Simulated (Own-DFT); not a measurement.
## Calculated data, Hf$_{36}$O$_{71}$ (tetragonal hafnia with one neutral oxygen vacancy, atoms displaced)

A calculation, not a measurement: plane-wave PBE and HSE06 DFT by an unreviewed code, no spin, of a simulated cell at Gamma alone, so results move with cell size and shape, stress positive in tension, energies less offsets, not probed for a lower state with spin; hafnium file: forces about 75 meV/angstrom off all-electron values; oxygen file: force components 24 meV/angstrom off all-electron in a glass; k mesh not checked against a denser one; forces and stress are PBE's, HSE06 gives the energy alone, and its difference from PBE has offsets of its own; offsets are fitted by least squares, one for each functional and potential file, so energies compare only between cells with the same atoms and settings and are not formation energies; the far tail of each file's local potential was reset to the Coulomb form; each entry is a single point on an unrelaxed cell, so the pressure reflects the starting lattice, taken from the Materials Project, from which strain is counted, and rises with the displacements; printed positions are rounded, which can move forces by about a meV/angstrom; the program is a retired in-house code; no spin-orbit coupling. Program: Own-DFT development build.

Hf$_{36}$O$_{71}$ (tetragonal hafnia with one neutral oxygen vacancy, atoms displaced)

```cif
# cell vector a (Å): 10.7800 0.0000 0.0000
# cell vector b (Å): 0.0000 10.7800 0.0000
# cell vector c (Å): 0.0000 0.0000 10.4493
data_Hf36O71
_symmetry_space_group_name_H-M 'P 1'
_symmetry_Int_Tables_number 1
_cell_length_a 10.7800
_cell_length_b 10.7800
_cell_length_c 10.4493
_cell_angle_alpha 90.000
_cell_angle_beta 90.000
_cell_angle_gamma 90.000
_cell_volume 1214.30
loop_
_atom_site_label
_atom_site_type_symbol
_atom_site_fract_x
_atom_site_fract_y
_atom_site_fract_z
_atom_site_occupancy
Hf1 Hf 0.99584 0.00686 0.01249 1
Hf2 Hf 0.17470 0.17396 0.23209 1
O1 O 0.02110 0.16489 0.14702 1
O2 O 0.17485 0.99899 0.33954 1
O3 O 0.00958 0.17859 0.41139 1
O4 O 0.16591 0.00826 0.08690 1
Hf3 Hf 0.00513 0.00653 0.49545 1
Hf4 Hf 0.15805 0.17147 0.74796 1
O5 O 0.99182 0.16837 0.63633 1
O6 O 0.16981 0.99908 0.83921 1
O7 O 0.00065 0.17393 0.90741 1
O8 O 0.16664 0.00263 0.59683 1
Hf5 Hf 0.00663 0.33045 0.99927 1
Hf6 Hf 0.16748 0.48910 0.24948 1
O9 O 0.00134 0.50494 0.14160 1
O10 O 0.18019 0.32804 0.34983 1
O11 O 0.99979 0.49592 0.39928 1
O12 O 0.17704 0.32683 0.09816 1
Hf7 Hf 0.00426 0.33387 0.49747 1
Hf8 Hf 0.15872 0.50224 0.75364 1
O13 O 0.98735 0.50412 0.65863 1
O14 O 0.16539 0.32236 0.84991 1
O15 O 0.00014 0.50289 0.87907 1
O16 O 0.16600 0.33353 0.59497 1
Hf9 Hf 0.00721 0.66697 0.00469 1
Hf10 Hf 0.15745 0.83102 0.25038 1
O17 O 0.99735 0.83108 0.14286 1
O18 O 0.16281 0.66367 0.35342 1
O19 O 0.01479 0.83732 0.40763 1
O20 O 0.15509 0.66425 0.09795 1
Hf11 Hf 0.00007 0.67126 0.51566 1
Hf12 Hf 0.15907 0.83378 0.75048 1
O21 O 0.00580 0.83113 0.65580 1
O22 O 0.16761 0.67090 0.84372 1
O23 O 0.99726 0.82964 0.90450 1
O24 O 0.17230 0.65844 0.60522 1
Hf13 Hf 0.33189 0.00276 0.99736 1
Hf14 Hf 0.50027 0.17483 0.24140 1
O25 O 0.33513 0.16527 0.16117 1
O26 O 0.49679 0.00840 0.34501 1
O27 O 0.35050 0.15464 0.39849 1
O28 O 0.50270 0.00606 0.10079 1
Hf15 Hf 0.32724 0.00134 0.49032 1
Hf16 Hf 0.50404 0.15676 0.74260 1
O29 O 0.32602 0.17409 0.65005 1
O30 O 0.49432 0.00129 0.84664 1
O31 O 0.32467 0.18119 0.89604 1
O32 O 0.51054 0.99246 0.59037 1
Hf17 Hf 0.32878 0.34088 0.00279 1
Hf18 Hf 0.50584 0.49759 0.24666 1
O33 O 0.33666 0.50887 0.14975 1
O34 O 0.50279 0.33484 0.34465 1
O35 O 0.32834 0.49088 0.40741 1
O36 O 0.49904 0.33265 0.08899 1
Hf19 Hf 0.34535 0.33446 0.49978 1
Hf20 Hf 0.50557 0.49655 0.75637 1
O37 O 0.33663 0.50176 0.64308 1
O38 O 0.49805 0.34226 0.84372 1
O39 O 0.32512 0.49303 0.90571 1
O40 O 0.49794 0.33401 0.57578 1
Hf21 Hf 0.32266 0.66481 0.00297 1
Hf22 Hf 0.49929 0.82635 0.24798 1
O41 O 0.33852 0.84142 0.14834 1
O42 O 0.49887 0.66307 0.34618 1
O43 O 0.32066 0.83546 0.41615 1
O44 O 0.50218 0.66779 0.09612 1
Hf23 Hf 0.32886 0.67555 0.49975 1
Hf24 Hf 0.49195 0.84381 0.75217 1
O45 O 0.33376 0.82725 0.64593 1
O46 O 0.49557 0.66947 0.85807 1
O47 O 0.32046 0.82437 0.90689 1
O48 O 0.50903 0.67823 0.59641 1
Hf25 Hf 0.65890 0.99929 0.00993 1
Hf26 Hf 0.83968 0.17109 0.24856 1
O49 O 0.67147 0.16805 0.16726 1
O50 O 0.83452 0.00249 0.34800 1
O51 O 0.65895 0.16572 0.40391 1
O52 O 0.84318 0.99404 0.10862 1
Hf27 Hf 0.66219 0.99650 0.49245 1
Hf28 Hf 0.83592 0.16460 0.74622 1
O53 O 0.67609 0.18334 0.64942 1
O54 O 0.83942 0.00142 0.85012 1
O55 O 0.66469 0.16574 0.90467 1
O56 O 0.84091 0.99513 0.60281 1
Hf29 Hf 0.66955 0.32759 0.01403 1
Hf30 Hf 0.83635 0.50532 0.24490 1
O57 O 0.66700 0.51025 0.14790 1
O58 O 0.82390 0.34182 0.34811 1
O59 O 0.65771 0.49924 0.40712 1
O60 O 0.83445 0.33479 0.09001 1
Hf31 Hf 0.65950 0.33889 0.50279 1
Hf32 Hf 0.84942 0.49597 0.74542 1
O61 O 0.66122 0.49454 0.64486 1
O62 O 0.83608 0.32897 0.84020 1
O63 O 0.66299 0.49176 0.89213 1
O64 O 0.82914 0.33418 0.59623 1
Hf33 Hf 0.66538 0.65018 0.01162 1
Hf34 Hf 0.83807 0.82679 0.26661 1
O65 O 0.66755 0.83239 0.14293 1
O66 O 0.83367 0.67740 0.34836 1
O67 O 0.67614 0.82276 0.40140 1
O68 O 0.83618 0.66814 0.10844 1
Hf35 Hf 0.66345 0.65991 0.49397 1
Hf36 Hf 0.82954 0.83960 0.75660 1
O69 O 0.66588 0.82916 0.64992 1
O70 O 0.84776 0.65365 0.84539 1
O71 O 0.84953 0.66287 0.60391 1
```

```
first functional                 : PBE
second functional                : HSE06
exact exchange share             : 0.25
screening                        : 0.11 1/bohr
exchange divergence              : Gygi-Baldereschi
potential files                  : PseudoDojo norm-conserving, scalar-relativistic, made for PBE, standard set
wave cutoff                      : 48 hartree
occupations                      : fixed
k mesh                           : 1 x 1 x 1 centred on Gamma
PBE energy of cell above offsets : -88.577 eV
HSE06 less PBE above offsets     : 0.403 eV
PBE pressure                     : 5.45 GPa
PBE stress xx                    : -7.39 GPa
PBE stress yy                    : -4.24 GPa
PBE stress zz                    : -4.72 GPa
PBE stress yz                    : 0.92 GPa
PBE stress xz                    : 1.14 GPa
PBE stress xy                    : -0.12 GPa
```

Force:
| element | x (eV/Å) | y (eV/Å) | z (eV/Å) |
| --- | --- | --- | --- |
| Hf | 0.054 | -1.811 | -3.027 |
| Hf | 0.826 | -1.417 | 4.995 |
| O | -5.049 | 0.899 | -0.545 |
| O | -0.685 | 0.827 | -0.341 |
| O | -0.684 | -2.417 | -3.214 |
| O | 1.195 | -0.621 | 0.689 |
| Hf | -0.579 | 0.512 | 1.302 |
| Hf | 1.137 | -1.32 | -1.184 |
| O | 1.105 | -0.083 | 2.052 |
| O | 0.123 | 0.924 | 0.542 |
| O | -0.157 | -1.71 | -0.611 |
| O | -0.353 | -0.004 | -0.662 |
| Hf | -0.573 | 1.481 | -1.996 |
| Hf | 0.545 | 1.479 | 2.199 |
| O | 0.096 | -1.583 | 0.658 |
| O | -0.788 | 0.158 | -1.527 |
| O | -0.034 | 0.971 | -0.609 |
| O | -2.453 | 1.19 | 1.168 |
| Hf | -1.127 | 1.177 | 1.874 |
| Hf | 1.818 | -0.477 | -1.37 |
| O | 8.219 | -0.336 | -5.178 |
| O | -0.973 | 3.114 | 0.578 |
| O | 1.715 | -1.614 | 3.529 |
| O | -0.46 | 0.489 | 0.75 |
| Hf | -4.461 | 0.646 | -3.187 |
| Hf | 0.8 | -0.244 | 0.532 |
| O | 1.045 | 0.203 | 1.798 |
| O | 0.602 | -0.077 | -1.377 |
| O | -0.886 | -0.508 | -0.946 |
| O | 3.834 | 0.268 | 1.645 |
| Hf | 2.217 | -0.375 | -1.557 |
| Hf | 1.759 | 0.503 | 0.339 |
| O | -1.389 | -0.228 | -0.969 |
| O | -0.085 | -1.577 | 1.35 |
| O | 0.479 | 1.164 | 0.136 |
| O | -1.626 | -0.002 | -0.126 |
| Hf | -0.623 | -0.251 | -0.827 |
| Hf | 0.089 | -1.514 | 3.329 |
| O | 1.291 | -0.129 | -2.966 |
| O | 1.147 | -3.242 | -0.646 |
| O | -0.67 | 2.897 | 0.015 |
| O | -1.115 | 0.327 | -0.6 |
| Hf | 0.453 | 0.832 | 1.382 |
| Hf | -0.689 | 2.877 | -0.064 |
| O | 1.8 | -0.829 | 0.412 |
| O | -0.306 | 0.732 | 0.932 |
| O | 1.115 | -2.261 | 1.408 |
| O | -2.377 | 1.1 | 1.909 |
| Hf | 2.413 | -1.419 | -2.673 |
| Hf | -1.638 | 0.53 | 1.248 |
| O | -0.635 | -0.546 | 0.643 |
| O | -0.216 | 0.47 | -1.238 |
| O | 0.223 | 2.456 | -1.827 |
| O | 0.202 | 0.037 | 1.654 |
| Hf | -4.759 | -0.908 | -0.808 |
| Hf | -0.214 | 2.587 | -1.542 |
| O | 0.288 | -0.422 | 1.885 |
| O | -0.228 | -3.355 | -0.208 |
| O | -0.811 | 2.008 | -0.543 |
| O | 1.674 | -0.7 | 3.993 |
| Hf | 1.96 | -0.062 | -1.02 |
| Hf | 0.893 | 1.359 | -0.403 |
| O | -1.2 | -0.596 | 0.846 |
| O | -0.22 | 0.4 | -0.136 |
| O | 0.623 | -0.387 | -2.98 |
| O | -1.198 | -0.048 | 1.011 |
| Hf | 1.172 | -3.099 | 1.702 |
| Hf | 1.32 | -4.25 | -1.469 |
| O | -0.567 | 0.644 | 1.407 |
| O | 0.224 | -0.037 | -0.757 |
| O | 0.795 | 2.416 | -0.102 |
| O | -1.397 | -0.356 | -0.738 |
| Hf | 2.474 | -1.365 | -0.998 |
| Hf | -0.284 | -0.42 | 1.776 |
| O | 0.921 | 0.589 | -1.947 |
| O | 0.582 | 0.67 | 0.349 |
| O | 0.644 | 0.016 | 0.177 |
| O | -2.11 | 1.679 | -0.078 |
| Hf | 2.065 | 0.252 | -0.486 |
| Hf | -0.202 | 0.728 | -0.291 |
| O | -2.33 | -1.511 | 0.843 |
| O | -0.218 | 0.432 | 0.686 |
| O | -0.485 | -0.167 | 0.76 |
| O | -0.946 | -0.198 | -0.757 |
| Hf | -0.683 | 0.26 | -4.64 |
| Hf | 1.231 | 0.261 | 1.118 |
| O | 0.584 | -1.545 | 0.659 |
| O | 0.477 | -0.968 | -1.67 |
| O | 0.319 | 0.617 | -2.648 |
| O | 1.545 | -0.193 | 1.632 |
| Hf | 3.378 | -1.349 | -0.355 |
| Hf | -8.236 | -0.606 | 2.941 |
| O | 0.443 | 0.394 | 0.279 |
| O | 0.44 | -0.174 | 1.183 |
| O | 0.252 | 0.389 | 2.595 |
| O | 1.532 | 0.481 | -0.773 |
| Hf | 0.635 | 1.928 | -3.258 |
| Hf | -0.744 | 3.737 | -3.851 |
| O | -0.271 | 0.319 | 1.07 |
| O | 0.634 | -5.154 | 1.983 |
| O | -0.839 | 2.003 | -0.778 |
| O | -0.183 | -0.665 | -0.4 |
| Hf | -0.051 | 0.656 | 3.383 |
| Hf | 0.07 | -1.672 | -0.34 |
| O | 0.708 | 0.692 | 1.571 |
| O | -1.561 | 2.558 | 0.85 |
| O | -3.817 | 0.462 | -0.524 |
